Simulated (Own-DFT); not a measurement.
# Device materials side by side: how hard are they to compress?

No measurement is shown. These are fixed-geometry runs of a retired plane-wave code named Own-DFT, which no person has reviewed; spin and spin-orbit coupling are neglected.

Caveats (not all hold for every row): forces on such cells moved up to 12 meV/angstrom on a denser k mesh; forces not confirmed at this smearing and k mesh; k mesh not checked against a denser one; forces on such cells passed a denser k mesh, each cell not checked; stress not checked against mesh or cutoff.

All runs are PBE with PseudoDojo norm-conserving files; cutoff and k mesh are each material's own. Every cell starts from measured lattice constants and was given uniform random strains and small random moves of its atoms. Each triple is the change of volume in per cent, the rms move u in Å and the pressure in GPa.

- 4H SiC (C36Si36), 10.36 Å³/atom unstrained: (-3.57, 0.047, 14.04); (-2.37, 0.052, 11.28); (-2.02, 0.054, 10.15); (-0.72, 0.047, 6.86); (-0.53, 0.054, 6.39); (2.34, 0.054, 0.74); (4.00, 0.049, -3.40)
- wurtzite AlN (Al36N36), 10.45 Å³/atom unstrained: (-3.11, 0.056, 13.66); (-2.47, 0.047, 10.88); (-0.70, 0.049, 8.11); (-0.60, 0.046, 6.53); (1.04, 0.050, 3.37); (3.00, 0.052, 0.17); (3.55, 0.047, -1.73)
- wurtzite GaN (Ga48N48), 11.42 Å³/atom unstrained: (-3.70, 0.048, 15.85); (-3.02, 0.047, 14.05); (-2.50, 0.050, 12.91); (-2.25, 0.050, 13.46); (-2.14, 0.050, 12.62); (0.41, 0.050, 7.06); (3.24, 0.047, 1.72)
- diamond silicon (Si64), 20.02 Å³/atom unstrained: (-1.58, 0.052, 4.33); (-1.53, 0.048, 4.18); (-0.76, 0.049, 3.42); (1.04, 0.050, 1.68); (1.10, 0.052, 1.81); (1.66, 0.051, 1.07); (3.53, 0.050, -0.31)
- zincblende GaAs (As32Ga32), 22.58 Å³/atom unstrained: withheld
- grey tin (Sn64), 34.15 Å³/atom unstrained: (-2.92, 0.045, 5.35); (-2.86, 0.047, 5.25); (-1.44, 0.050, 4.53); (-0.62, 0.047, 4.05); (0.61, 0.050, 3.48); (0.89, 0.049, 3.35); (1.97, 0.045, 2.71)

## Worked fit

Fit a line to each set against the fractional change of volume; B is minus its slope, and u is nearly the same within a set. To take it to zero pressure, assume that B rises by 4 GPa for each GPa: B0 = B - 4 x (mean pressure). The bond length of an ideal tetrahedral crystal with the unstrained volume v is d = (√3/4)(8 v)^(1/3). Cohen's empirical rule reads B0 = (1971 - 220 L) d^(-3.5) GPa, with L = 0 for group IV crystals and SiC and 1 for III-V compounds.

| material | L | d (Å) | B (GPa) | mean P (GPa) | B0 (GPa) | rule (GPa) |
|---|---|---|---|---|---|---|
| 4H SiC (C36Si36) | 0 | 1.888 | 227 ± 6 | 6.6 | 200 ± 6 | 213 |
| wurtzite AlN (Al36N36) | 1 | 1.893 | 217 ± 11 | 5.9 | 194 ± 11 | 188 |
| wurtzite GaN (Ga48N48) | 1 | 1.950 | 203 ± 7 | 11.1 | 159 ± 7 | 169 |
| diamond silicon (Si64) | 0 | 2.352 | 92 ± 3 | 2.3 | 82 ± 3 | 99 |
| zincblende GaAs (As32Ga32) | 1 | 2.448 | ? | ? | ? | 76 |
| grey tin (Sn64) | 0 | 2.810 | 53 ± 1 | 4.1 | 36 ± 1 | 53 |

A line through ln[B0/(1971 - 220 L)] against ln d has a slope of -4.4 ± 0.1 and a scatter of 4 %. Against the rule, B0 stands at 94 % for 4H SiC, 103 % for wurtzite AlN, 94 % for wurtzite GaN, 83 % for diamond silicon, 68 % for grey tin. PBE tends to make silicon and heavier crystals too soft, and the rule itself is only a guide.

## Withheld run

Q: what B0 does the fitted trend give for zincblende GaAs (As32Ga32)?

The line gives 60 GPa. Its own runs give B = 84 ± 4 GPa at a mean pressure of 4.1 GPa, so B0 = 67 GPa.
